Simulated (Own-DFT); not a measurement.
# Computed records: InGa₃As₄ (zincblende random alloy, strained, atoms displaced)

Computed with Own-DFT development build. A calculation, not a measurement: plane-wave PBE density functional theory by an unreviewed code, no spin, of a simulated periodic cell, stress positive in tension, free energy of the whole cell less one offset for each atom, forces on such cells passed a denser k mesh, this cell's mesh not checked; offsets are fitted by least squares, one for each functional and potential file, so energies compare only between cells with the same atoms and settings and are not formation energies; the far tail of each file's local potential was reset to the Coulomb form; each entry is a single point on an unrelaxed cell, so the pressure reflects the starting lattice, mostly measured values, from which strain is counted, and rises with the displacements; printed positions are rounded, which can move forces by about a meV/angstrom; the program is a retired in-house code; no spin-orbit coupling.

Settings shared by all entries: functional PBE; potential files PseudoDojo norm-conserving, scalar-relativistic, standard set; wave cutoff 42 hartree; occupations Fermi-Dirac; smearing width 0.1 eV; k mesh 3 x 3 x 3 centred on Gamma.

```json
{"entry": 1, "formula": "InGa3As4", "kind": "zincblende random alloy, strained, atoms displaced", "structure": {"cell_angstrom": [[11.3066, 0.0, 0.0], [0.0, 11.3066, 0.0], [0.0, 0.0, 11.7318]], "atoms_fractional": [["In", 0.00067, 0.99475, 0.00078], ["In", 0.99406, 0.25173, 0.25504], ["Ga", 0.24548, 0.99708, 0.25211], ["In", 0.25353, 0.2523, 0.00867], ["As", 0.12803, 0.12502, 0.13149], ["As", 0.12576, 0.36574, 0.38343], ["As", 0.36888, 0.12755, 0.37071], ["As", 0.38212, 0.37146, 0.12389], ["Ga", 0.99338, 0.99965, 0.50399], ["Ga", 0.99399, 0.2549, 0.75226], ["Ga", 0.24653, 0.9981, 0.74892], ["Ga", 0.25509, 0.24484, 0.49952], ["As", 0.1265, 0.13049, 0.6214], ["As", 0.13502, 0.36659, 0.8656], ["As", 0.37765, 0.11855, 0.87495], ["As", 0.37671, 0.37863, 0.62581], ["Ga", 0.99674, 0.50366, 0.99895], ["Ga", 0.00423, 0.75111, 0.24806], ["Ga", 0.25129, 0.49931, 0.24537], ["Ga", 0.25298, 0.74868, 0.00092], ["As", 0.12341, 0.62482, 0.12036], ["As", 0.12802, 0.87455, 0.37339], ["As", 0.37495, 0.61982, 0.3701], ["As", 0.38097, 0.88293, 0.12668], ["Ga", 0.99721, 0.49783, 0.49824], ["Ga", 0.00056, 0.75077, 0.76088], ["Ga", 0.24464, 0.49961, 0.75629], ["Ga", 0.24729, 0.74721, 0.49903], ["As", 0.12481, 0.62143, 0.62996], ["As", 0.12402, 0.87659, 0.87477], ["As", 0.37836, 0.62663, 0.86986], ["As", 0.37774, 0.87013, 0.62316], ["In", 0.50171, 0.9917, 0.00244], ["Ga", 0.50353, 0.2524, 0.25571], ["In", 0.74479, 0.00527, 0.25641], ["Ga", 0.75374, 0.2448, 0.00245], ["As", 0.62233, 0.12548, 0.12713], ["As", 0.62562, 0.37569, 0.37661], ["As", 0.87107, 0.12926, 0.37755], ["As", 0.87437, 0.38245, 0.13011], ["Ga", 0.49825, 0.00718, 0.49537], ["Ga", 0.49845, 0.25402, 0.74726], ["Ga", 0.75215, 0.00647, 0.74324], ["In", 0.74784, 0.25093, 0.49697], ["As", 0.63257, 0.12318, 0.6257], ["As", 0.62081, 0.36976, 0.87982], ["As", 0.87414, 0.12498, 0.87542], ["As", 0.87276, 0.37508, 0.61928], ["Ga", 0.49392, 0.49638, 0.99744], ["Ga", 0.50219, 0.74909, 0.25079], ["Ga", 0.74273, 0.50188, 0.25504], ["Ga", 0.74987, 0.75089, 0.00487], ["As", 0.62541, 0.63203, 0.12429], ["As", 0.61925, 0.87973, 0.38043], ["As", 0.87307, 0.63454, 0.37358], ["As", 0.88416, 0.87978, 0.12602], ["Ga", 0.50027, 0.50058, 0.50674], ["Ga", 0.50012, 0.74839, 0.74891], ["In", 0.74762, 0.49372, 0.75137], ["In", 0.74678, 0.7486, 0.50136], ["As", 0.62536, 0.62124, 0.62786], ["As", 0.62487, 0.87393, 0.87736], ["As", 0.87887, 0.62481, 0.88519], ["As", 0.87168, 0.87825, 0.62711]]}, "results": {"free_energy_of_cell_above_offsets [eV]": "-21.602", "pressure [GPa]": 5.93, "stress_xx [GPa]": -6.56, "stress_yy [GPa]": -6.44, "stress_zz [GPa]": -4.79, "stress_yz [GPa]": 0.77, "stress_xz [GPa]": 0.47, "stress_xy [GPa]": -0.35, "force_element": ["In", "In", "Ga", "In", "As", "As", "As", "As", "Ga", "Ga", "Ga", "Ga", "As", "As", "As", "As", "Ga", "Ga", "Ga", "Ga", "As", "As", "As", "As", "Ga", "Ga", "Ga", "Ga", "As", "As", "As", "As", "In", "Ga", "In", "Ga", "As", "As", "As", "As", "Ga", "Ga", "Ga", "In", "As", "As", "As", "As", "Ga", "Ga", "Ga", "Ga", "As", "As", "As", "As", "Ga", "Ga", "In", "In", "As", "As", "As", "As"], "force_x [eV/angstrom]": [0.769, 0.653, 0.5, -0.172, -0.173, 0.937, 0.657, 0.819, 0.677, 0.307, 0.379, 0.056, -0.528, -1.821, -0.395, -0.564, 0.916, -0.008, -0.341, 0.211, 0.373, -0.695, 0.106, -2.261, 0.355, -0.154, 0.833, 0.355, -0.501, 1.512, -0.524, -0.325, 0.566, -0.179, 0.545, -0.318, 0.03, -1.364, 1.275, -0.942, -0.314, 0.088, -0.057, -0.128, -2.132, -0.263, -0.429, 1.636, 0.6, -0.334, 0.398, 0.545, -0.388, -1.207, 1.218, -1.931, -0.149, 0.363, 0.556, -0.299, -1.466, 1.622, -0.578, 1.088], "force_y [eV/angstrom]": [1.597, 0.01, 0.097, -1.052, -0.695, 1.725, -0.237, 1.498, 0.308, -0.322, 0.156, 0.607, -0.606, 0.847, 0.609, -0.285, -1.069, -0.011, -0.488, 0.393, -0.124, -0.082, 0.311, -2.315, 0.471, -0.181, 0.404, -0.264, 0.37, -1.069, -0.301, 0.595, 1.506, -0.186, -0.847, 0.597, 1.639, 1.265, -1.699, 0.42, -0.107, -0.768, -0.697, -0.027, -0.099, -0.668, 0.61, 0.204, 0.648, 0.35, 0.561, 0.446, -0.976, -0.606, -1.667, -2.024, 0.086, 0.301, 0.267, 0.572, 0.354, -1.02, 0.753, -0.08], "force_z [eV/angstrom]": [-0.367, -0.611, -0.339, -1.158, 0.376, 0.086, 0.01, 1.679, -0.382, -0.6, -0.331, 0.514, 0.569, 0.698, -1.476, 0.014, 0.093, -0.022, 0.222, -0.065, 0.37, 0.657, 0.542, 1.936, -0.047, -0.806, -0.757, 0.099, -0.351, -0.748, 0.603, -0.148, -0.834, -0.36, -0.623, 0.325, -0.268, -0.652, 0.823, -1.199, 0.711, 0.241, 1.125, 0.603, 0.437, 0.692, -0.73, 0.616, 0.102, 0.17, -0.441, -0.15, 0.063, -0.322, -1.025, 1.334, -0.727, -0.1, 0.87, 0.33, 0.012, -1.684, -0.58, 0.98]}}
{"entry": 2, "formula": "InGa3As4", "kind": "zincblende random alloy, strained, atoms displaced", "structure": {"cell_angstrom": [[11.3066, 0.0, 0.0], [0.0, 11.3066, 0.0], [0.0, 0.0, 11.7318]], "atoms_fractional": [["Ga", 0.99927, 0.00748, 0.0069], ["In", 0.00038, 0.25508, 0.25797], ["Ga", 0.24943, 0.99927, 0.25033], ["In", 0.24835, 0.24787, 0.0074], ["As", 0.12917, 0.11973, 0.13041], ["As", 0.1263, 0.37533, 0.36988], ["As", 0.37209, 0.1254, 0.37549], ["As", 0.37847, 0.37205, 0.12256], ["In", 0.00423, 0.00185, 0.50216], ["Ga", 0.00476, 0.24456, 0.74916], ["Ga", 0.24587, 0.995, 0.75316], ["Ga", 0.25452, 0.25708, 0.49671], ["As", 0.12084, 0.12722, 0.62083], ["As", 0.12765, 0.37648, 0.87401], ["As", 0.37529, 0.12585, 0.87105], ["As", 0.36695, 0.37804, 0.62428], ["Ga", 0.9977, 0.49987, 0.00245], ["Ga", 0.00074, 0.74504, 0.24971], ["Ga", 0.24982, 0.5023, 0.24711], ["Ga", 0.24457, 0.75048, 0.98917], ["As", 0.11918, 0.62063, 0.12158], ["As", 0.13013, 0.87719, 0.37435], ["As", 0.37888, 0.62285, 0.38311], ["As", 0.37929, 0.87914, 0.11799], ["In", 0.99844, 0.50391, 0.50132], ["In", 0.0041, 0.7546, 0.75352], ["In", 0.25598, 0.51371, 0.74624], ["Ga", 0.25294, 0.74587, 0.50104], ["As", 0.12389, 0.62442, 0.62948], ["As", 0.12761, 0.86818, 0.87667], ["As", 0.37232, 0.62273, 0.87535], ["As", 0.37506, 0.87466, 0.62865], ["Ga", 0.50238, 0.99071, 0.00534], ["In", 0.50757, 0.251, 0.25045], ["Ga", 0.75762, 0.99736, 0.24539], ["Ga", 0.75507, 0.24203, 0.00165], ["As", 0.61869, 0.12573, 0.11779], ["As", 0.6254, 0.37209, 0.36318], ["As", 0.8776, 0.11874, 0.37263], ["As", 0.87299, 0.38169, 0.12158], ["Ga", 0.50404, 0.00659, 0.50194], ["Ga", 0.50969, 0.24837, 0.75353], ["Ga", 0.75199, 0.99886, 0.75622], ["Ga", 0.75354, 0.24818, 0.503], ["As", 0.61976, 0.13301, 0.61699], ["As", 0.62408, 0.36641, 0.87602], ["As", 0.87388, 0.12158, 0.87416], ["As", 0.87434, 0.36939, 0.62816], ["Ga", 0.50742, 0.49784, 0.00548], ["Ga", 0.48603, 0.74859, 0.24531], ["Ga", 0.75648, 0.50027, 0.24925], ["Ga", 0.75138, 0.75345, 0.00726], ["As", 0.62637, 0.62697, 0.12903], ["As", 0.62265, 0.87153, 0.37066], ["As", 0.88017, 0.62624, 0.37641], ["As", 0.87741, 0.87781, 0.12887], ["Ga", 0.49659, 0.49813, 0.50662], ["Ga", 0.50107, 0.75054, 0.75029], ["In", 0.75097, 0.49408, 0.7498], ["Ga", 0.74975, 0.74541, 0.49731], ["As", 0.62167, 0.62854, 0.62636], ["As", 0.62311, 0.87909, 0.87774], ["As", 0.87411, 0.6226, 0.87836], ["As", 0.87519, 0.87287, 0.63076]]}, "results": {"free_energy_of_cell_above_offsets [eV]": "-20.976", "pressure [GPa]": 6.08, "stress_xx [GPa]": -6.69, "stress_yy [GPa]": -6.71, "stress_zz [GPa]": -4.84, "stress_yz [GPa]": -0.88, "stress_xz [GPa]": -0.76, "stress_xy [GPa]": -0.68, "force_element": ["Ga", "In", "Ga", "In", "As", "As", "As", "As", "In", "Ga", "Ga", "Ga", "As", "As", "As", "As", "Ga", "Ga", "Ga", "Ga", "As", "As", "As", "As", "In", "In", "In", "Ga", "As", "As", "As", "As", "Ga", "In", "Ga", "Ga", "As", "As", "As", "As", "Ga", "Ga", "Ga", "Ga", "As", "As", "As", "As", "Ga", "Ga", "Ga", "Ga", "As", "As", "As", "As", "Ga", "Ga", "In", "Ga", "As", "As", "As", "As"], "force_x [eV/angstrom]": [0.256, -0.851, 0.666, 0.067, -0.948, 2.043, -0.218, 0.044, -0.865, -0.191, 0.33, -0.546, 2.213, -1.316, 0.624, 1.799, 0.109, 0.379, 0.476, 0.902, 0.806, 0.443, -0.553, -1.689, 0.527, -0.963, -0.788, -0.211, 0.146, 0.117, 2.414, 0.071, 0.029, -1.734, -1.35, -0.381, 1.742, 2.166, -1.94, -0.321, -0.649, -1.341, -0.681, -0.109, 0.968, -0.022, 0.723, 0.73, -0.34, 0.735, -0.509, -0.096, -0.074, 0.082, -1.471, 0.511, 0.697, -0.291, -0.662, -0.246, -0.121, 0.428, -0.013, -1.753], "force_y [eV/angstrom]": [-0.72, -0.76, -0.32, -0.064, -0.698, 1.231, -0.572, 2.086, -1.153, 0.477, 0.6, -0.482, 1.131, 0.108, -1.043, -1.376, -0.286, 0.651, -0.046, -0.642, 0.664, -1.53, -0.072, -0.989, -1.201, -1.063, -1.699, 0.44, 1.482, 2.71, 1.438, 0.209, 1.361, -1.219, 0.449, 0.505, -1.343, 2.254, 0.373, -0.578, -0.983, -0.075, 0.045, 0.168, -0.54, 0.065, 0.345, -1.336, 0.058, -0.033, 0.323, -0.116, 0.037, 0.326, 0.833, -0.603, -0.345, 0.217, 0.605, 0.594, 0.009, -0.781, 0.482, 0.392], "force_z [eV/angstrom]": [-0.477, -1.684, 0.04, -1.237, 0.298, 1.272, 0.5, 0.608, -0.315, 0.477, -0.322, -0.021, 1.475, -0.106, -0.2, -0.344, -0.925, 0.045, 0.07, 1.46, 0.188, -0.648, -0.98, 0.769, 0.346, -0.042, 0.374, 0.177, -1.762, 1.184, 1.939, -0.42, -1.274, -0.611, 0.416, -0.03, -0.285, 3.17, 0.249, -0.328, -0.554, -0.57, -0.882, -1.043, 1.106, 1.231, 0.162, -0.573, -0.452, 0.43, 0.232, -0.575, 0.067, 0.06, -1.23, -0.486, -0.445, 0.444, 0.327, 0.181, -0.695, -0.171, 1.288, -0.895]}}
{"entry": 3, "formula": "InGa3As4", "kind": "zincblende random alloy, strained, atoms displaced", "structure": {"cell_angstrom": [[11.3066, 0.0, 0.0], [0.0, 11.3066, 0.0], [0.0, 0.0, 11.7318]], "atoms_fractional": [["In", 0.00142, 0.00035, 0.00308], ["Ga", 0.00203, 0.25013, 0.25536], ["In", 0.24437, 0.99972, 0.24816], ["Ga", 0.2477, 0.25375, 0.99889], ["As", 0.12287, 0.12226, 0.13215], ["As", 0.12655, 0.37817, 0.36918], ["As", 0.37438, 0.12555, 0.37556], ["As", 0.37232, 0.37604, 0.12806], ["Ga", 0.00037, 0.00233, 0.50537], ["In", 0.00843, 0.25399, 0.75125], ["Ga", 0.24898, 0.00275, 0.7569], ["In", 0.24786, 0.24856, 0.49909], ["As", 0.13043, 0.1274, 0.63064], ["As", 0.12789, 0.37099, 0.8723], ["As", 0.38111, 0.12452, 0.87251], ["As", 0.37711, 0.37258, 0.62197], ["Ga", 0.0002, 0.49705, 0.00779], ["Ga", 0.00146, 0.7517, 0.2459], ["Ga", 0.24731, 0.50321, 0.24814], ["Ga", 0.25391, 0.75014, 0.00155], ["As", 0.11636, 0.62862, 0.12479], ["As", 0.12273, 0.87685, 0.37775], ["As", 0.37831, 0.62862, 0.37651], ["As", 0.37636, 0.87437, 0.13088], ["In", 0.00148, 0.50547, 0.49708], ["Ga", 0.00046, 0.74734, 0.75064], ["Ga", 0.2515, 0.49973, 0.75153], ["Ga", 0.24931, 0.75285, 0.50151], ["As", 0.11796, 0.62653, 0.62158], ["As", 0.12366, 0.87409, 0.86966], ["As", 0.37871, 0.62424, 0.87422], ["As", 0.37268, 0.87316, 0.62377], ["Ga", 0.49726, 0.99318, 0.99672], ["In", 0.4966, 0.24288, 0.24752], ["Ga", 0.74939, 0.99917, 0.24589], ["Ga", 0.74805, 0.25635, 0.99402], ["As", 0.6207, 0.12438, 0.1242], ["As", 0.63022, 0.37291, 0.36879], ["As", 0.8767, 0.12678, 0.37721], ["As", 0.87101, 0.37768, 0.1297], ["Ga", 0.49611, 0.00225, 0.4957], ["Ga", 0.49829, 0.25885, 0.74916], ["Ga", 0.74438, 0.002, 0.74884], ["In", 0.75324, 0.24934, 0.49905], ["As", 0.625, 0.1233, 0.62405], ["As", 0.62548, 0.36551, 0.87343], ["As", 0.87541, 0.11828, 0.87821], ["As", 0.88072, 0.376, 0.61731], ["Ga", 0.50031, 0.49882, 0.99047], ["Ga", 0.508, 0.74789, 0.25314], ["Ga", 0.75371, 0.50615, 0.24443], ["Ga", 0.749, 0.75043, 0.99897], ["As", 0.62869, 0.63176, 0.11998], ["As", 0.62631, 0.881, 0.37045], ["As", 0.87204, 0.62903, 0.37581], ["As", 0.88046, 0.87809, 0.13154], ["Ga", 0.50207, 0.50523, 0.50281], ["Ga", 0.50088, 0.74512, 0.75056], ["Ga", 0.75092, 0.49721, 0.74896], ["In", 0.74533, 0.75645, 0.51276], ["As", 0.62234, 0.62937, 0.61887], ["As", 0.62425, 0.87501, 0.88281], ["As", 0.86904, 0.62419, 0.86673], ["As", 0.87634, 0.8739, 0.62755]]}, "results": {"free_energy_of_cell_above_offsets [eV]": "-21.383", "pressure [GPa]": 6.0, "stress_xx [GPa]": -6.67, "stress_yy [GPa]": -6.62, "stress_zz [GPa]": -4.7, "stress_yz [GPa]": 0.02, "stress_xz [GPa]": -0.25, "stress_xy [GPa]": -0.25, "force_element": ["In", "Ga", "In", "Ga", "As", "As", "As", "As", "Ga", "In", "Ga", "In", "As", "As", "As", "As", "Ga", "Ga", "Ga", "Ga", "As", "As", "As", "As", "In", "Ga", "Ga", "Ga", "As", "As", "As", "As", "Ga", "In", "Ga", "Ga", "As", "As", "As", "As", "Ga", "Ga", "Ga", "In", "As", "As", "As", "As", "Ga", "Ga", "Ga", "Ga", "As", "As", "As", "As", "Ga", "Ga", "Ga", "In", "As", "As", "As", "As"], "force_x [eV/angstrom]": [0.362, -0.362, 0.951, 0.42, -0.275, 0.048, 0.178, -0.523, 0.066, -2.118, 0.487, -0.048, -0.244, 1.07, -0.484, 0.503, -0.358, -0.416, 0.31, -0.254, 1.143, -0.809, -0.446, 0.838, -0.259, -0.195, -0.05, -0.138, 2.113, 0.861, -0.609, 0.308, -0.112, 0.232, 0.178, 0.664, 1.483, -0.563, 0.957, 0.443, 0.19, 0.115, 0.324, -0.674, -1.179, -0.126, -1.596, -0.868, 0.231, -0.297, -0.514, 0.858, -0.547, -0.54, -0.315, -1.435, -0.032, 0.039, -0.348, 0.528, -1.089, 0.124, 0.63, 1.172], "force_y [eV/angstrom]": [-0.406, 0.044, -0.44, -0.649, 2.829, -0.027, -1.192, 1.03, 0.024, -0.84, -0.32, 0.325, -2.133, 2.194, 0.34, 1.498, -0.026, 0.035, 0.404, 0.098, -0.167, -1.012, -0.256, -1.034, -0.472, 0.101, 0.184, -0.19, 1.008, -0.835, 0.065, 0.431, 0.524, 1.006, 0.564, -1.18, -1.09, 1.885, -1.477, -0.756, -0.35, -1.141, -0.361, 0.189, -0.287, 1.433, 1.253, 0.483, -0.226, 0.193, 0.226, 0.346, -0.956, 0.307, 0.614, -1.197, -0.808, 0.697, -0.245, 0.456, -1.989, -0.26, -0.034, 1.568], "force_z [eV/angstrom]": [-0.222, -0.393, 0.979, 0.44, -1.163, -0.826, 0.703, -1.396, -0.074, -0.321, -0.581, -0.362, -0.401, 2.006, 0.43, 0.835, -1.0, 1.195, -0.066, -0.078, -0.28, 0.842, -0.147, -1.111, -1.022, -0.123, -0.477, -0.177, 1.65, 0.107, -0.065, 0.509, 0.673, 0.394, 0.161, 1.008, -1.715, 0.066, -1.233, -0.518, 0.364, -0.406, 0.403, 0.269, 0.67, -0.406, -0.903, 1.869, 0.995, -0.226, 0.62, 0.079, 0.139, 0.032, -1.574, 0.035, -0.822, -0.071, -0.702, -2.331, 2.393, -1.239, 1.123, 1.438]}}
```
